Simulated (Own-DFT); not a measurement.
# What random displacements cost in 4H SiC, 32 atoms (C16Si16)

These are calculations, not measurements. The program, named Own-DFT, is a retired in-house plane-wave density functional code that no person has reviewed. Each row is one single-point run on a periodic cell that was not relaxed, without spin or spin-orbit coupling.

Settings of every run: PBE; PseudoDojo norm-conserving scalar-relativistic files; cutoff 42 hartree; 5 x 5 x 3 k mesh centred on Gamma; Fermi-Dirac smearing of 0.1 eV.

Known limits: forces on such cells passed a denser k mesh, each cell not checked; stress not checked against mesh or cutoff.

Cell vectors in Å: (6.165, 0.000, 0.000); (-3.083, 5.339, 0.000); (0.000, 0.000, 10.068). In each run every atom was moved at random and independently from its ideal site; u is the rms move along one axis. E is the free energy for each atom above the fitted value at u = 0, and F the rms of the force components.

```
run,u (Å),E (meV/atom),F (eV/Å),largest force (eV/Å),P (GPa)
1,0.0296,32.3,0.793,2.19,3.60
2,0.0307,36.5,0.851,2.44,3.66
3,0.0698,190.6,2.190,7.80,7.79
4,0.0705,?,?,?,?
5,0.0989,361.0,2.947,11.96,10.91
6,0.1146,321.8,2.343,7.08,8.12
```

## Worked fit

For small independent moves the energy grows as E = (3/2) K u², with K the mean stiffness felt by one atom. The runs with u up to 0.11 Å give K = 25.3 ± 0.7 eV/Å², with residuals divided by u² + 0.0006 Å², since the noise grows with the moves. The scatter is 3.7 meV/atom at u = 0.05 Å. The forces follow F = G u with G = 29.0 eV/Å²; no force at u = 0 is resolved. G exceeds K because the moves of its neighbours add to the force on an atom, and stiffness differs between atoms. The pressure follows P = 3.06 + 834 u² GPa: at fixed volume, shortened bonds push harder than stretched ones pull.

## Withheld run

Question: what energy and rms force should run 4 give?

The fit gives 189 ± 9 meV/atom and about 2.05 eV/Å. The calculation gave 177.1 meV/atom and 1.987 eV/Å.
